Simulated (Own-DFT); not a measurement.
## Calculated data, GaP (zincblende, strained, atoms displaced)

Computed with Own-DFT development build. A calculation, not a measurement: plane-wave PBE density functional theory by an unreviewed code, no spin, of a simulated periodic cell, stress positive in tension, free energy of the whole cell less one offset for each atom, forces on such cells passed a denser k mesh, this cell's mesh not checked; offsets are fitted by least squares, one for each functional and potential file, so energies compare only between cells with the same atoms and settings and are not formation energies; the far tail of each file's local potential was reset to the Coulomb form; each entry is a single point on an unrelaxed cell, so the pressure reflects the starting lattice, mostly measured values (interpolated for alloys), from which strain is counted, and rises with the displacements; printed positions are rounded, which can move forces by about a meV/angstrom; the program, named Own-DFT, is a retired in-house code; no spin-orbit coupling.

Common to all runs: functional PBE; potential files PseudoDojo norm-conserving, scalar-relativistic, standard set; wave cutoff 42 hartree; occupations Fermi-Dirac; smearing width 0.1 eV; k mesh 3 x 3 x 3 centred on Gamma.

(1) GaP (zincblende, strained, atoms displaced)

```
GaP
1.0
     10.7568    -0.1222     0.0342
     -0.1222    10.8296    -0.1494
      0.0342    -0.1494    10.8864
Ga P Ga P Ga P Ga P Ga P Ga P Ga P Ga P
4 4 4 4 4 4 4 4 4 4 4 4 4 4 4 4
Direct
  0.00051 0.99287 0.00756
  0.00319 0.25540 0.24387
  0.24655 0.00612 0.25420
  0.24016 0.24256 0.98864
  0.12494 0.13120 0.11404
  0.11706 0.37671 0.37359
  0.37597 0.12394 0.37370
  0.37954 0.38114 0.13133
  0.00675 0.99034 0.49332
  0.98719 0.24547 0.75256
  0.25495 0.99412 0.75195
  0.25067 0.24861 0.49998
  0.12685 0.11935 0.62301
  0.12368 0.37728 0.87282
  0.37572 0.11865 0.86725
  0.37882 0.37115 0.62707
  0.99754 0.49429 0.00542
  0.00250 0.75603 0.25091
  0.24920 0.49870 0.25897
  0.24651 0.75131 0.99602
  0.13153 0.62574 0.13057
  0.12296 0.88059 0.37719
  0.37310 0.62332 0.38022
  0.37720 0.88156 0.12011
  0.00040 0.49788 0.49628
  0.00381 0.75292 0.74956
  0.24831 0.49493 0.74813
  0.25319 0.74664 0.50016
  0.13275 0.62729 0.61649
  0.12636 0.87361 0.87427
  0.37788 0.63370 0.87239
  0.36810 0.87907 0.62669
  0.49950 0.00536 0.99327
  0.49972 0.25079 0.25034
  0.75260 0.00343 0.26018
  0.74723 0.24100 0.00113
  0.62020 0.13108 0.12503
  0.62430 0.37137 0.37184
  0.87285 0.12718 0.37522
  0.87796 0.37224 0.12954
  0.50037 0.99084 0.50562
  0.50157 0.24579 0.75646
  0.75082 0.99813 0.74612
  0.75079 0.24748 0.49923
  0.61780 0.11620 0.62377
  0.62778 0.38015 0.87945
  0.87819 0.13411 0.86845
  0.87071 0.37020 0.62868
  0.49913 0.50663 0.99230
  0.49700 0.73998 0.24968
  0.75101 0.49911 0.24914
  0.75508 0.74725 0.00639
  0.63250 0.62832 0.12445
  0.62134 0.87574 0.36625
  0.87363 0.62772 0.37809
  0.87067 0.87330 0.12843
  0.49583 0.49372 0.50693
  0.49933 0.74829 0.75137
  0.75257 0.50118 0.74590
  0.74543 0.74773 0.49743
  0.62574 0.62196 0.62213
  0.62061 0.87951 0.87476
  0.88256 0.62301 0.87415
  0.88087 0.87833 0.61953
```

- free energy of cell above offsets: -31.934 eV
- pressure: 5.52 GPa
- stress xx: -5.95 GPa
- stress yy: -5.5 GPa
- stress zz: -5.12 GPa
- stress yz: -2.24 GPa
- stress xz: 1.7 GPa
- stress xy: -2.62 GPa

Force:
```
element  x (eV/Å)  y (eV/Å)  z (eV/Å)
     Ga    -0.471     0.468    -1.006
     Ga    -0.444    -0.988     0.184
     Ga     0.037    -0.225    -1.191
     Ga     1.644     1.368    -0.157
      P    -0.269    -1.015     1.769
      P     1.325    -0.683     0.525
      P     0.485     0.133     0.695
      P    -0.647    -0.537    -1.061
     Ga    -1.452     2.132         1
     Ga     2.419     1.414    -1.879
     Ga     -1.57     0.623    -0.342
     Ga    -0.378     0.055    -0.245
      P    -0.249     0.394     0.657
      P    -0.362    -0.476    -0.022
      P    -0.107     0.911     1.143
      P     -0.43    -0.484     0.612
     Ga     0.527     0.733    -0.148
     Ga    -0.316    -0.676     -0.17
     Ga    -0.117    -0.018    -0.797
     Ga     0.352     0.104     0.599
      P    -0.474    -0.102    -0.273
      P     1.824    -1.583    -1.114
      P     0.844    -0.254     0.074
      P    -0.399    -0.618     0.716
     Ga    -0.861     0.493     0.737
     Ga    -0.299    -0.437    -0.813
     Ga     0.385      0.84    -0.211
     Ga    -0.174     1.186    -0.528
      P    -1.019     -0.88     1.285
      P     -0.06     0.384     0.415
      P    -0.897    -1.261     0.263
      P     1.152    -1.561     -0.33
     Ga    -0.106     0.012     0.629
     Ga    -0.684     0.115    -0.232
     Ga    -0.883    -0.058    -1.503
     Ga     0.319     1.169    -0.237
      P     0.553    -1.265     0.297
      P     0.401     0.563     0.916
      P     1.738     0.138     0.283
      P     -0.88    -0.028    -0.599
     Ga    -0.645      0.16    -1.275
     Ga      0.36     0.559    -0.597
     Ga    -0.034     0.222     0.059
     Ga    -1.033    -0.014     0.146
      P     1.231     1.121     0.442
      P     0.219    -0.633    -0.371
      P    -1.476    -2.834     2.238
      P     0.735     0.462    -0.642
     Ga    -0.142     0.008      0.85
     Ga    -0.242     0.806    -0.644
     Ga    -0.138     0.133     0.138
     Ga    -0.404     0.316    -1.631
      P    -0.764    -0.976     0.256
      P     0.018    -0.594     1.123
      P     0.527    -0.313    -0.426
      P      0.61     0.671     0.574
     Ga     0.483      0.28    -1.059
     Ga     0.327     0.696    -1.033
     Ga    -0.404     0.141     0.433
     Ga    -0.019       0.8    -0.038
      P    -0.083     0.342     0.573
      P      1.34    -0.744     0.119
      P    -0.278     0.171     0.272
      P    -0.646    -0.867     0.556
```

(2) GaP (zincblende, strained, atoms displaced)

```
GaP
1.0
     11.0052    -0.1089    -0.1331
     -0.1089    10.8214    -0.0513
     -0.1331    -0.0513    11.0447
Ga P Ga P Ga P Ga P Ga P Ga P Ga P Ga P
4 4 4 4 4 4 4 4 4 4 4 4 4 4 4 4
Direct
  0.99786 0.99737 0.99601
  0.00026 0.24794 0.24623
  0.24654 0.99784 0.24718
  0.24323 0.25220 0.99253
  0.13160 0.12189 0.12170
  0.12807 0.37511 0.37965
  0.38175 0.11915 0.36295
  0.37306 0.37516 0.12164
  0.00117 0.99870 0.50047
  0.99204 0.25668 0.75859
  0.24502 0.99973 0.74363
  0.24714 0.25740 0.50315
  0.12722 0.12137 0.61962
  0.13113 0.37921 0.86578
  0.37412 0.12255 0.88086
  0.36840 0.38168 0.61597
  0.99507 0.50817 0.00186
  0.00356 0.74815 0.24400
  0.26018 0.50923 0.25188
  0.25215 0.74388 0.00405
  0.12729 0.62994 0.12607
  0.11817 0.87493 0.37461
  0.37876 0.62911 0.37268
  0.36709 0.87158 0.12581
  0.00355 0.50176 0.50797
  0.00530 0.75760 0.74619
  0.25055 0.49993 0.74763
  0.25162 0.76142 0.50383
  0.12424 0.62284 0.62999
  0.12535 0.88545 0.87542
  0.37067 0.62688 0.87595
  0.36960 0.86775 0.62126
  0.49573 0.99549 0.99973
  0.50289 0.25061 0.24567
  0.75222 0.99847 0.24951
  0.75064 0.25524 0.00140
  0.61990 0.12401 0.12876
  0.62131 0.37905 0.37414
  0.87781 0.11433 0.36568
  0.87114 0.37800 0.11762
  0.49824 0.99606 0.50430
  0.49955 0.24931 0.74707
  0.74853 0.00245 0.75342
  0.75648 0.24114 0.51029
  0.62918 0.12221 0.62355
  0.62567 0.37914 0.87441
  0.87664 0.13088 0.87395
  0.88063 0.37596 0.62287
  0.50483 0.49292 0.99269
  0.49660 0.75517 0.25389
  0.74856 0.50496 0.24312
  0.75050 0.75516 0.99867
  0.62872 0.62595 0.13520
  0.62943 0.87461 0.36737
  0.87061 0.62639 0.37004
  0.87747 0.87906 0.13010
  0.49226 0.50376 0.49488
  0.49076 0.73868 0.74583
  0.74736 0.49887 0.75697
  0.74925 0.74943 0.50441
  0.62481 0.62621 0.62994
  0.62267 0.87416 0.86883
  0.86731 0.62545 0.87257
  0.87126 0.87872 0.62554
```

- free energy of cell above offsets: -32.807 eV
- pressure: 2.21 GPa
- stress xx: -2 GPa
- stress yy: -3.08 GPa
- stress zz: -1.55 GPa
- stress yz: -0.93 GPa
- stress xz: -2.18 GPa
- stress xy: -2.2 GPa

Force:
```
element  x (eV/Å)  y (eV/Å)  z (eV/Å)
     Ga    -0.082     0.539     0.495
     Ga     0.206     0.117     -0.12
     Ga     0.017    -0.229      0.39
     Ga     0.482    -0.184     0.385
      P    -0.959     0.595    -0.174
      P    -0.497     0.752    -0.908
      P    -0.525     0.575     1.446
      P     0.159     0.166     -0.06
     Ga    -0.486    -0.217    -0.349
     Ga     1.004    -0.335    -1.161
     Ga     0.699     0.121     0.342
     Ga     0.137    -1.696    -1.046
      P    -0.439      1.12     0.654
      P    -1.027     0.142     1.197
      P    -0.102     0.378    -1.104
      P     1.166     -0.08     1.343
     Ga     0.412    -0.379    -0.662
     Ga    -0.678     0.007     0.617
     Ga    -0.998    -1.233     -0.54
     Ga    -0.607     0.622    -0.903
      P    -0.077    -0.793     0.038
      P     0.777     0.022     0.082
      P    -0.439     1.072     0.979
      P     0.895     0.331     0.135
     Ga    -0.441    -0.028    -1.549
     Ga    -0.652    -0.414      0.38
     Ga     0.288     0.192    -0.255
     Ga    -1.746     -2.08    -1.843
      P     0.565     1.198    -0.206
      P     0.346    -1.228      0.13
      P     0.454    -0.661     0.217
      P     1.576     1.704     1.766
     Ga     0.313    -0.224     0.119
     Ga    -0.409     0.275     0.203
     Ga    -0.825    -0.115    -0.704
     Ga    -0.858    -1.132    -0.417
      P     0.952    -0.072    -0.814
      P     0.794    -0.334     0.415
      P     0.337     1.503     1.407
      P     0.933     0.292     1.256
     Ga     0.165    -0.059    -1.116
     Ga    -0.336    -0.024    -0.063
     Ga     0.133    -0.208    -0.155
     Ga    -0.084     0.494    -1.789
      P    -0.761     0.096     0.632
      P    -0.004    -1.124    -0.313
      P    -0.607    -0.444     0.794
      P    -0.816     0.196     0.809
     Ga    -0.628      1.09     1.218
     Ga     0.277    -0.348    -0.801
     Ga     0.269    -1.225     0.924
     Ga    -0.327    -0.335      0.36
      P    -1.267     0.919    -1.882
      P    -0.245     0.188     1.509
      P     0.962    -0.016     0.888
      P     0.016    -0.267     -0.95
     Ga     1.058    -0.221       0.2
     Ga     0.481     0.752     0.161
     Ga     0.145    -0.212    -1.322
     Ga    -0.182    -0.093    -0.785
      P    -0.209    -0.563    -0.541
      P    -0.431    -0.057     0.493
      P     1.271     1.033     0.365
      P     0.451     0.136     0.179
```

(3) GaP (zincblende, strained, atoms displaced)

```
GaP
1.0
     10.9898     0.1882    -0.0672
      0.1882    10.8134     0.2023
     -0.0672     0.2023    10.7976
Ga P Ga P Ga P Ga P Ga P Ga P Ga P Ga P
4 4 4 4 4 4 4 4 4 4 4 4 4 4 4 4
Direct
  0.00175 0.00342 0.99877
  0.99850 0.25077 0.25168
  0.25114 0.00635 0.25221
  0.24868 0.24695 0.00841
  0.12883 0.12343 0.11569
  0.12609 0.37165 0.38149
  0.36555 0.12608 0.37470
  0.37176 0.37721 0.12797
  0.99770 0.00048 0.49380
  0.99273 0.24148 0.74554
  0.24824 0.00482 0.74493
  0.24807 0.25445 0.50076
  0.13096 0.12030 0.63075
  0.12002 0.36903 0.87151
  0.36461 0.12818 0.86721
  0.37347 0.36227 0.62859
  0.99676 0.50568 0.01754
  0.00193 0.75449 0.25093
  0.25706 0.48969 0.25032
  0.24960 0.74989 0.99216
  0.12098 0.62390 0.12325
  0.11899 0.87158 0.37466
  0.38019 0.62633 0.37662
  0.37650 0.87710 0.12586
  0.99794 0.50369 0.49195
  0.00151 0.74612 0.74518
  0.25184 0.49999 0.74119
  0.25554 0.74097 0.49752
  0.12782 0.62490 0.62448
  0.12607 0.88568 0.87313
  0.37717 0.62799 0.87422
  0.37023 0.87477 0.63015
  0.49546 0.99002 0.99811
  0.49147 0.25254 0.24539
  0.75341 0.00106 0.25216
  0.75381 0.25023 0.00862
  0.62367 0.12347 0.12528
  0.62879 0.36843 0.37382
  0.87601 0.12827 0.37815
  0.87055 0.37691 0.12410
  0.49569 0.00241 0.49911
  0.50238 0.24239 0.74083
  0.74282 0.00977 0.75013
  0.75152 0.24817 0.49968
  0.62557 0.11876 0.62247
  0.63054 0.37204 0.88271
  0.87470 0.12093 0.87623
  0.88150 0.37293 0.62401
  0.50137 0.50104 0.00588
  0.49789 0.74197 0.24659
  0.74740 0.49842 0.25447
  0.74515 0.75894 0.00667
  0.62866 0.62220 0.12378
  0.62607 0.87570 0.37211
  0.87446 0.61945 0.37205
  0.86830 0.87430 0.12561
  0.50314 0.50502 0.49765
  0.50533 0.75285 0.75938
  0.74707 0.49292 0.75536
  0.75703 0.75106 0.50063
  0.62572 0.62466 0.62797
  0.62162 0.88091 0.87277
  0.88228 0.62919 0.87060
  0.88060 0.86899 0.63110
```

- free energy of cell above offsets: -31.429 eV
- pressure: 4.59 GPa
- stress xx: -3.82 GPa
- stress yy: -4.96 GPa
- stress zz: -4.98 GPa
- stress yz: 3.78 GPa
- stress xz: -1.91 GPa
- stress xy: 3.43 GPa

Force:
```
element  x (eV/Å)  y (eV/Å)  z (eV/Å)
     Ga    -0.007    -0.964     0.486
     Ga     0.667    -0.118     -0.25
     Ga    -0.413    -1.185    -0.123
     Ga     0.489     0.971    -1.545
      P    -1.314    -0.005     1.518
      P     -0.79     0.892    -1.479
      P     0.652     0.644     0.037
      P     0.152    -0.159    -1.617
     Ga     0.784    -0.545     1.546
     Ga     1.274    -0.131     0.799
     Ga     1.193    -1.369     1.453
     Ga     0.398    -1.314     1.054
      P    -2.199       1.4    -2.415
      P     -0.04     0.823     0.508
      P     1.236    -0.177     0.901
      P     0.147     1.969    -1.292
     Ga     0.113    -0.777    -2.053
     Ga    -0.282    -0.795    -0.227
     Ga    -1.208     1.412     0.987
     Ga    -0.081     0.257     0.761
      P     1.256     0.632     0.871
      P     1.057     0.455      -0.1
      P    -0.897    -0.563     -1.05
      P    -1.008    -0.621     0.127
     Ga     0.992     -0.71     1.401
     Ga     1.393     0.095     1.231
     Ga     0.249    -0.937     1.486
     Ga    -0.444     1.066     0.611
      P    -0.618     0.026    -1.075
      P    -0.455    -1.046    -0.411
      P    -0.251    -0.688    -0.247
      P     0.498    -0.267    -0.777
     Ga    -0.021     1.571    -0.192
     Ga     1.278    -1.042     0.965
     Ga    -0.167     0.127     0.303
     Ga     0.056    -0.834    -0.252
      P    -0.557     0.082    -0.264
      P    -1.334     0.623    -0.226
      P    -0.505    -0.078     -0.94
      P     0.156     0.025     0.746
     Ga     0.146    -0.916     0.087
     Ga     0.569     -0.09       1.8
     Ga     1.691    -1.664     0.893
     Ga     0.441     0.075     0.897
      P    -0.695      1.11    -1.408
      P    -1.371    -0.157    -0.717
      P    -0.973     0.752    -0.242
      P     -1.31     0.612    -0.618
     Ga     0.116    -0.228    -0.474
     Ga     0.863     0.762     0.152
     Ga     0.439    -0.395     0.008
     Ga     0.577    -0.827    -1.093
      P    -0.572     0.345     0.007
      P    -0.462    -0.198     0.166
      P    -0.604     1.303    -0.668
      P     0.914     0.748    -0.065
     Ga     0.543    -1.355     1.059
     Ga    -0.199    -0.287    -0.834
     Ga     1.036     0.483    -0.127
     Ga    -0.286    -0.196     0.317
      P    -0.038     0.273    -0.244
      P     0.471    -0.164     0.109
      P    -1.354    -0.442     0.957
      P    -1.395     1.708    -1.217
```

(4) GaP (zincblende, strained, atoms displaced)

```
GaP
1.0
     10.6913    -0.1948     0.1900
     -0.1948    11.1091     0.0801
      0.1900     0.0801    10.8243
Ga P Ga P Ga P Ga P Ga P Ga P Ga P Ga P
4 4 4 4 4 4 4 4 4 4 4 4 4 4 4 4
Direct
  0.99523 0.99628 0.00275
  0.99725 0.25099 0.25188
  0.24892 0.99960 0.25885
  0.24398 0.24811 0.00073
  0.12432 0.12312 0.11964
  0.12401 0.36644 0.38126
  0.38006 0.12206 0.37685
  0.37076 0.37757 0.13169
  0.00871 0.00660 0.49354
  0.00479 0.24564 0.75208
  0.25031 0.99987 0.74725
  0.25041 0.24937 0.49979
  0.12492 0.12288 0.63106
  0.12193 0.37828 0.87126
  0.37112 0.11995 0.87566
  0.37337 0.37848 0.62270
  0.00690 0.50036 0.98914
  0.00035 0.75286 0.25995
  0.25590 0.49514 0.25169
  0.24797 0.75521 0.99587
  0.12213 0.62995 0.11938
  0.12442 0.87759 0.36890
  0.37817 0.62733 0.37479
  0.37268 0.86910 0.12648
  0.00563 0.49979 0.49851
  0.00126 0.74145 0.74976
  0.25158 0.49616 0.75164
  0.25403 0.74762 0.50287
  0.12731 0.62046 0.62961
  0.12601 0.86727 0.86552
  0.37078 0.61989 0.86778
  0.37414 0.87017 0.62615
  0.49865 0.99821 0.00055
  0.50338 0.24790 0.25283
  0.74735 0.99621 0.25167
  0.75313 0.24663 0.99774
  0.63191 0.12769 0.12623
  0.61714 0.38260 0.37492
  0.88226 0.12676 0.37626
  0.87655 0.37830 0.12780
  0.49929 0.99633 0.49478
  0.50713 0.25251 0.74946
  0.74912 0.99617 0.73739
  0.75399 0.24792 0.50735
  0.63026 0.12369 0.62270
  0.62374 0.37560 0.87900
  0.88361 0.12318 0.88266
  0.87691 0.38333 0.62532
  0.49994 0.49310 0.99685
  0.50142 0.74874 0.24589
  0.74315 0.49981 0.24212
  0.75298 0.75307 0.99883
  0.62700 0.62023 0.11753
  0.63062 0.87481 0.37503
  0.87164 0.62438 0.37167
  0.87628 0.88312 0.12593
  0.49385 0.49466 0.50334
  0.49104 0.74663 0.75179
  0.75792 0.49309 0.74554
  0.74912 0.74396 0.50010
  0.62416 0.63014 0.62851
  0.62049 0.87409 0.87749
  0.87510 0.62428 0.87422
  0.87827 0.87473 0.63507
```

- free energy of cell above offsets: -31.883 eV
- pressure: 4.33 GPa
- stress xx: -5.58 GPa
- stress yy: -2.76 GPa
- stress zz: -4.65 GPa
- stress yz: 1.62 GPa
- stress xz: 4.16 GPa
- stress xy: -3.14 GPa

Force:
```
element  x (eV/Å)  y (eV/Å)  z (eV/Å)
     Ga     1.684     0.398    -1.223
     Ga     0.648     0.375    -1.077
     Ga      0.89      0.89     -1.85
     Ga     0.784      0.91     -0.61
      P    -0.433    -0.555     1.477
      P     0.171     0.609    -0.581
      P    -0.733     0.028     0.301
      P     0.641    -1.518    -0.889
     Ga    -0.608    -0.627     0.759
     Ga     -0.54     0.782    -0.273
     Ga     0.174    -0.133    -0.063
     Ga     0.341    -0.261     0.258
      P     0.396      0.01    -0.627
      P     0.525    -1.358     0.366
      P     0.465     0.629     0.018
      P    -0.479    -1.653     1.166
     Ga    -0.862     0.704     1.084
     Ga    -0.212    -0.087    -1.719
     Ga    -1.192     1.302     0.343
     Ga     0.339    -0.392    -0.326
      P     0.099     -0.74     1.038
      P    -0.026    -0.949     2.043
      P    -0.375    -0.663       0.4
      P    -0.008     0.571     0.305
     Ga    -0.046     0.687     -0.47
     Ga     0.045     0.627    -0.439
     Ga     0.003     0.325    -0.774
     Ga    -0.456     0.198    -0.628
      P    -0.047    -0.109    -0.548
      P    -0.468     0.691      1.03
      P     -0.02    -0.218     1.776
      P     0.099     0.602    -0.015
     Ga     0.155     0.446     0.246
     Ga     0.105     0.593    -0.652
     Ga      0.85     1.346    -0.444
     Ga     0.545     0.893    -0.041
      P    -1.026    -0.798     0.358
      P     0.841    -1.227     0.483
      P    -1.354    -0.648     0.404
      P     0.055    -0.358    -0.516
     Ga     0.454     0.019      0.43
     Ga    -0.652    -0.303    -0.099
     Ga     0.028     0.494     1.636
     Ga      0.41     1.171    -1.296
      P    -1.227    -0.465     0.389
      P       0.8    -0.734    -0.474
      P    -1.258    -0.306     -1.01
      P     0.583    -2.036    -0.157
     Ga    -0.596     0.982     0.085
     Ga     0.573     0.163    -0.275
     Ga     0.589     0.216     0.245
     Ga     0.106     0.282    -0.185
      P     -0.58     0.471     0.267
      P    -0.917    -1.019     0.464
      P    -0.012    -0.771     0.541
      P    -0.781    -1.945     1.053
     Ga     1.043     1.988    -0.667
     Ga     1.124     0.693    -0.314
     Ga    -1.254     1.561     0.786
     Ga     0.708     1.028     0.023
      P    -0.449    -1.436     0.295
      P     0.234    -0.144    -0.457
      P    -0.467    -0.591     0.412
      P     0.571    -0.638     -1.78
```
